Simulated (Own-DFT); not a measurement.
Simulation results for GaP (zincblende, atoms displaced)

A calculation, not a measurement: plane-wave PBE density functional theory by an unreviewed code, no spin, of a simulated periodic cell, stress positive in tension, free energy of the whole cell less one offset for each atom, forces on such cells passed a denser k mesh, this cell's mesh not checked; offsets are fitted by least squares, one for each functional and potential file, so energies compare only between cells with the same atoms and settings and are not formation energies; the far tail of each file's local potential was reset to the Coulomb form; each entry is a single point on an unrelaxed cell, so the pressure reflects the starting lattice, mostly measured values (interpolated for alloys), from which strain is counted, and rises with the displacements; printed positions are rounded, which can move forces by about a meV/angstrom; the program, named Own-DFT, is a retired in-house code; no spin-orbit coupling. Program: Own-DFT development build.

```cif
# cell vector a (Å): 16.3515 0.0000 0.0000
# cell vector b (Å): 0.0000 10.9010 0.0000
# cell vector c (Å): 0.0000 0.0000 10.9010
data_GaP
_symmetry_space_group_name_H-M 'P 1'
_symmetry_Int_Tables_number 1
_cell_length_a 16.3515
_cell_length_b 10.9010
_cell_length_c 10.9010
_cell_angle_alpha 90.000
_cell_angle_beta 90.000
_cell_angle_gamma 90.000
_cell_volume 1943.08
loop_
_atom_site_label
_atom_site_type_symbol
_atom_site_fract_x
_atom_site_fract_y
_atom_site_fract_z
_atom_site_occupancy
Ga1 Ga 0.99965 0.99955 0.00060 1
Ga2 Ga 0.99992 0.25022 0.24875 1
Ga3 Ga 0.16654 0.00132 0.24739 1
Ga4 Ga 0.16564 0.24854 0.99695 1
P1 P 0.08315 0.12405 0.12538 1
P2 P 0.08228 0.37755 0.37664 1
P3 P 0.25019 0.12507 0.37504 1
P4 P 0.25077 0.37837 0.12342 1
Ga5 Ga 0.00083 0.00052 0.50133 1
Ga6 Ga 0.99811 0.24996 0.74841 1
Ga7 Ga 0.16687 0.99892 0.75180 1
Ga8 Ga 0.16581 0.25260 0.50045 1
P5 P 0.08456 0.12618 0.62469 1
P6 P 0.08297 0.37330 0.87567 1
P7 P 0.25065 0.12636 0.87552 1
P8 P 0.24740 0.37619 0.62851 1
Ga9 Ga 0.00037 0.50069 0.99957 1
Ga10 Ga 0.99863 0.74990 0.25053 1
Ga11 Ga 0.17069 0.49802 0.25027 1
Ga12 Ga 0.16785 0.74917 0.99846 1
P9 P 0.08353 0.62470 0.12789 1
P10 P 0.08263 0.87292 0.37320 1
P11 P 0.24747 0.62548 0.37819 1
P12 P 0.24921 0.87561 0.12255 1
Ga13 Ga 0.99979 0.50291 0.49870 1
Ga14 Ga 0.00035 0.74717 0.75044 1
Ga15 Ga 0.16510 0.50183 0.74831 1
Ga16 Ga 0.16440 0.75102 0.50176 1
P13 P 0.08254 0.62507 0.62357 1
P14 P 0.08352 0.87586 0.87775 1
P15 P 0.24800 0.62268 0.87477 1
P16 P 0.25055 0.87437 0.62782 1
Ga17 Ga 0.33497 0.99794 0.99799 1
Ga18 Ga 0.33443 0.24920 0.25061 1
Ga19 Ga 0.50063 0.99871 0.24697 1
Ga20 Ga 0.50110 0.24929 0.99902 1
P17 P 0.41722 0.12675 0.12312 1
P18 P 0.41758 0.37769 0.37193 1
P19 P 0.58376 0.12601 0.37428 1
P20 P 0.58357 0.37547 0.12270 1
Ga21 Ga 0.33477 0.00267 0.50182 1
Ga22 Ga 0.33311 0.24737 0.74563 1
Ga23 Ga 0.50101 0.99869 0.74900 1
Ga24 Ga 0.49905 0.24689 0.49903 1
P21 P 0.41923 0.12516 0.62290 1
P22 P 0.41648 0.37276 0.87555 1
P23 P 0.58370 0.12348 0.87541 1
P24 P 0.58434 0.37573 0.62559 1
Ga25 Ga 0.33326 0.49942 0.99905 1
Ga26 Ga 0.33386 0.75174 0.25204 1
Ga27 Ga 0.50167 0.49922 0.25149 1
Ga28 Ga 0.50084 0.74567 0.00097 1
P25 P 0.41618 0.62517 0.12070 1
P26 P 0.41789 0.87002 0.37460 1
P27 P 0.58360 0.62373 0.37551 1
P28 P 0.58349 0.87243 0.12347 1
Ga29 Ga 0.33068 0.49939 0.50136 1
Ga30 Ga 0.33208 0.75137 0.75092 1
Ga31 Ga 0.49912 0.50365 0.75231 1
Ga32 Ga 0.49980 0.75052 0.50304 1
P29 P 0.41877 0.62380 0.62286 1
P30 P 0.41485 0.87537 0.87517 1
P31 P 0.58360 0.62720 0.87208 1
P32 P 0.58699 0.87590 0.62237 1
Ga33 Ga 0.66837 0.00228 0.00302 1
Ga34 Ga 0.66547 0.25045 0.25146 1
Ga35 Ga 0.83300 0.00044 0.24970 1
Ga36 Ga 0.83339 0.24869 0.00140 1
P33 P 0.75009 0.12604 0.12381 1
P34 P 0.74802 0.37205 0.37852 1
P35 P 0.91820 0.12425 0.37748 1
P36 P 0.91422 0.37832 0.12337 1
Ga37 Ga 0.66819 0.99607 0.49711 1
Ga38 Ga 0.66654 0.25003 0.75032 1
Ga39 Ga 0.83350 0.99976 0.74994 1
Ga40 Ga 0.83405 0.24882 0.49806 1
P37 P 0.75102 0.12716 0.62625 1
P38 P 0.75063 0.37365 0.87196 1
P39 P 0.91765 0.12425 0.87505 1
P40 P 0.91820 0.37502 0.62597 1
Ga41 Ga 0.66899 0.50028 0.00010 1
Ga42 Ga 0.66681 0.75043 0.25111 1
Ga43 Ga 0.83354 0.49786 0.24901 1
Ga44 Ga 0.83546 0.75043 0.99967 1
P41 P 0.75148 0.62597 0.12526 1
P42 P 0.75140 0.87273 0.37397 1
P43 P 0.91551 0.62499 0.37334 1
P44 P 0.91689 0.87263 0.12460 1
Ga45 Ga 0.66671 0.49997 0.49979 1
Ga46 Ga 0.66601 0.75163 0.74947 1
Ga47 Ga 0.83132 0.49736 0.74900 1
Ga48 Ga 0.83203 0.75037 0.50211 1
P45 P 0.74881 0.62603 0.62413 1
P46 P 0.74916 0.87609 0.87481 1
P47 P 0.91537 0.62712 0.87437 1
P48 P 0.91826 0.87489 0.62288 1
_calc_functional 'PBE'
_calc_potential_files 'PseudoDojo norm-conserving, scalar-relativistic, standard set'
_calc_wave_cutoff 42  # hartree
_calc_occupations 'Fermi-Dirac'
_calc_smearing_width 0.1  # eV
_calc_k_mesh '2 x 3 x 3 centred on Gamma'
_calc_free_energy_of_cell_above_offsets '-53.636'  # eV
_calc_pressure 2.7  # GPa
_calc_stress_xx -2.7  # GPa
_calc_stress_yy -2.7  # GPa
_calc_stress_zz -2.7  # GPa
_calc_stress_yz 0.01  # GPa
_calc_stress_xz 0.1  # GPa
_calc_stress_xy -0.08  # GPa
```

Force:
```csv
element,x (eV/Å),y (eV/Å),z (eV/Å)
Ga,-0.005,-0.026,0.063
Ga,-0.123,0.231,0.083
Ga,0.058,-0.259,0.292
Ga,0.212,0.21,0.433
P,-0.063,0.252,-0.167
P,0.215,-0.188,-0.402
P,-0.067,0.084,0.078
P,-0.031,-0.815,0.02
Ga,0.263,-0.104,-0.129
Ga,0.42,-0.119,0.203
Ga,-0.022,0.186,-0.003
Ga,0.065,-0.101,-0.155
P,-0.114,-0.166,0.185
P,-0.184,0.223,-0.31
P,0.083,-0.288,-0.152
P,0.394,-0.191,-0.344
Ga,-0.011,0.16,0.011
Ga,0.162,-0.18,-0.078
Ga,-0.653,0.197,0.102
Ga,-0.349,-0.087,0.278
P,0.151,-0.038,-0.194
P,0.096,0.437,0.116
P,0.439,0.187,-0.184
P,0.32,-0.04,0.254
Ga,-0.224,-0.134,0.052
Ga,-0.005,0.417,0.04
Ga,-0.218,-0.144,0.338
Ga,0.238,0.173,-0.043
P,-0.015,0.029,0.174
P,-0.088,-0.248,-0.319
P,0.365,0.148,-0.159
P,-0.175,0.238,-0.461
Ga,-0.315,0.428,0.301
Ga,-0.143,0.223,-0.199
Ga,-0.082,0.05,0.193
Ga,-0.034,0.059,-0.046
P,-0.043,-0.331,0.109
P,-0.306,-0.336,0.555
P,-0.1,-0.521,0.016
P,0.129,0.014,0.144
Ga,-0.122,-0.512,-0.289
Ga,0.078,0.243,0.32
Ga,0.037,-0.121,0.087
Ga,0.38,0.749,-0.153
P,-0.283,-0.163,0.333
P,-0.041,0.124,-0.3
P,0.067,0.037,-0.036
P,-0.453,-0.07,0.015
Ga,0.06,0.023,-0.206
Ga,-0.359,-0.387,-0.343
Ga,-0.14,0.293,-0.522
Ga,-0.129,0.453,-0.354
P,-0.008,-0.181,0.734
P,-0.023,0.821,0.198
P,-0.001,0.277,0.049
P,0.155,0.208,0.052
Ga,0.294,-0.003,-0.102
Ga,0.239,-0.535,-0.055
Ga,0.122,-0.567,-0.164
Ga,0.391,-0.107,-0.255
P,-0.705,0.158,0.381
P,0.715,-0.321,-0.176
P,0.206,-0.254,0.394
P,-0.657,-0.059,0.2
Ga,-0.31,-0.36,-0.305
Ga,0.099,0.057,-0.286
Ga,0.243,-0.004,-0.001
Ga,0.093,0.165,-0.378
P,0.011,0.087,0.523
P,0.433,0.319,-0.461
P,-0.173,0.006,-0.472
P,0.524,-0.52,0.029
Ga,0.222,0.711,0.033
Ga,-0.121,-0.067,-0.102
Ga,0.069,-0.049,-0.076
Ga,0.065,0.12,0.35
P,-0.145,-0.393,-0.276
P,-0.12,-0.082,0.522
P,-0.194,0.009,0.077
P,-0.374,0.212,-0.414
Ga,-0.131,0.101,-0.212
Ga,-0.049,-0.224,-0.137
Ga,-0.444,0.081,0.398
Ga,-0.479,0.092,-0.083
P,-0.114,0.006,0.004
P,-0.062,0.185,-0.068
P,-0.143,0.02,0.261
P,-0.044,0.454,0.126
Ga,-0.099,-0.018,0.109
Ga,0.244,-0.034,0.04
Ga,0.342,0.373,-0.121
Ga,0.351,-0.127,-0.147
P,0.083,-0.14,0.195
P,0.223,-0.103,0.144
P,0.134,-0.54,-0.138
P,-0.197,-0.074,0.36
```
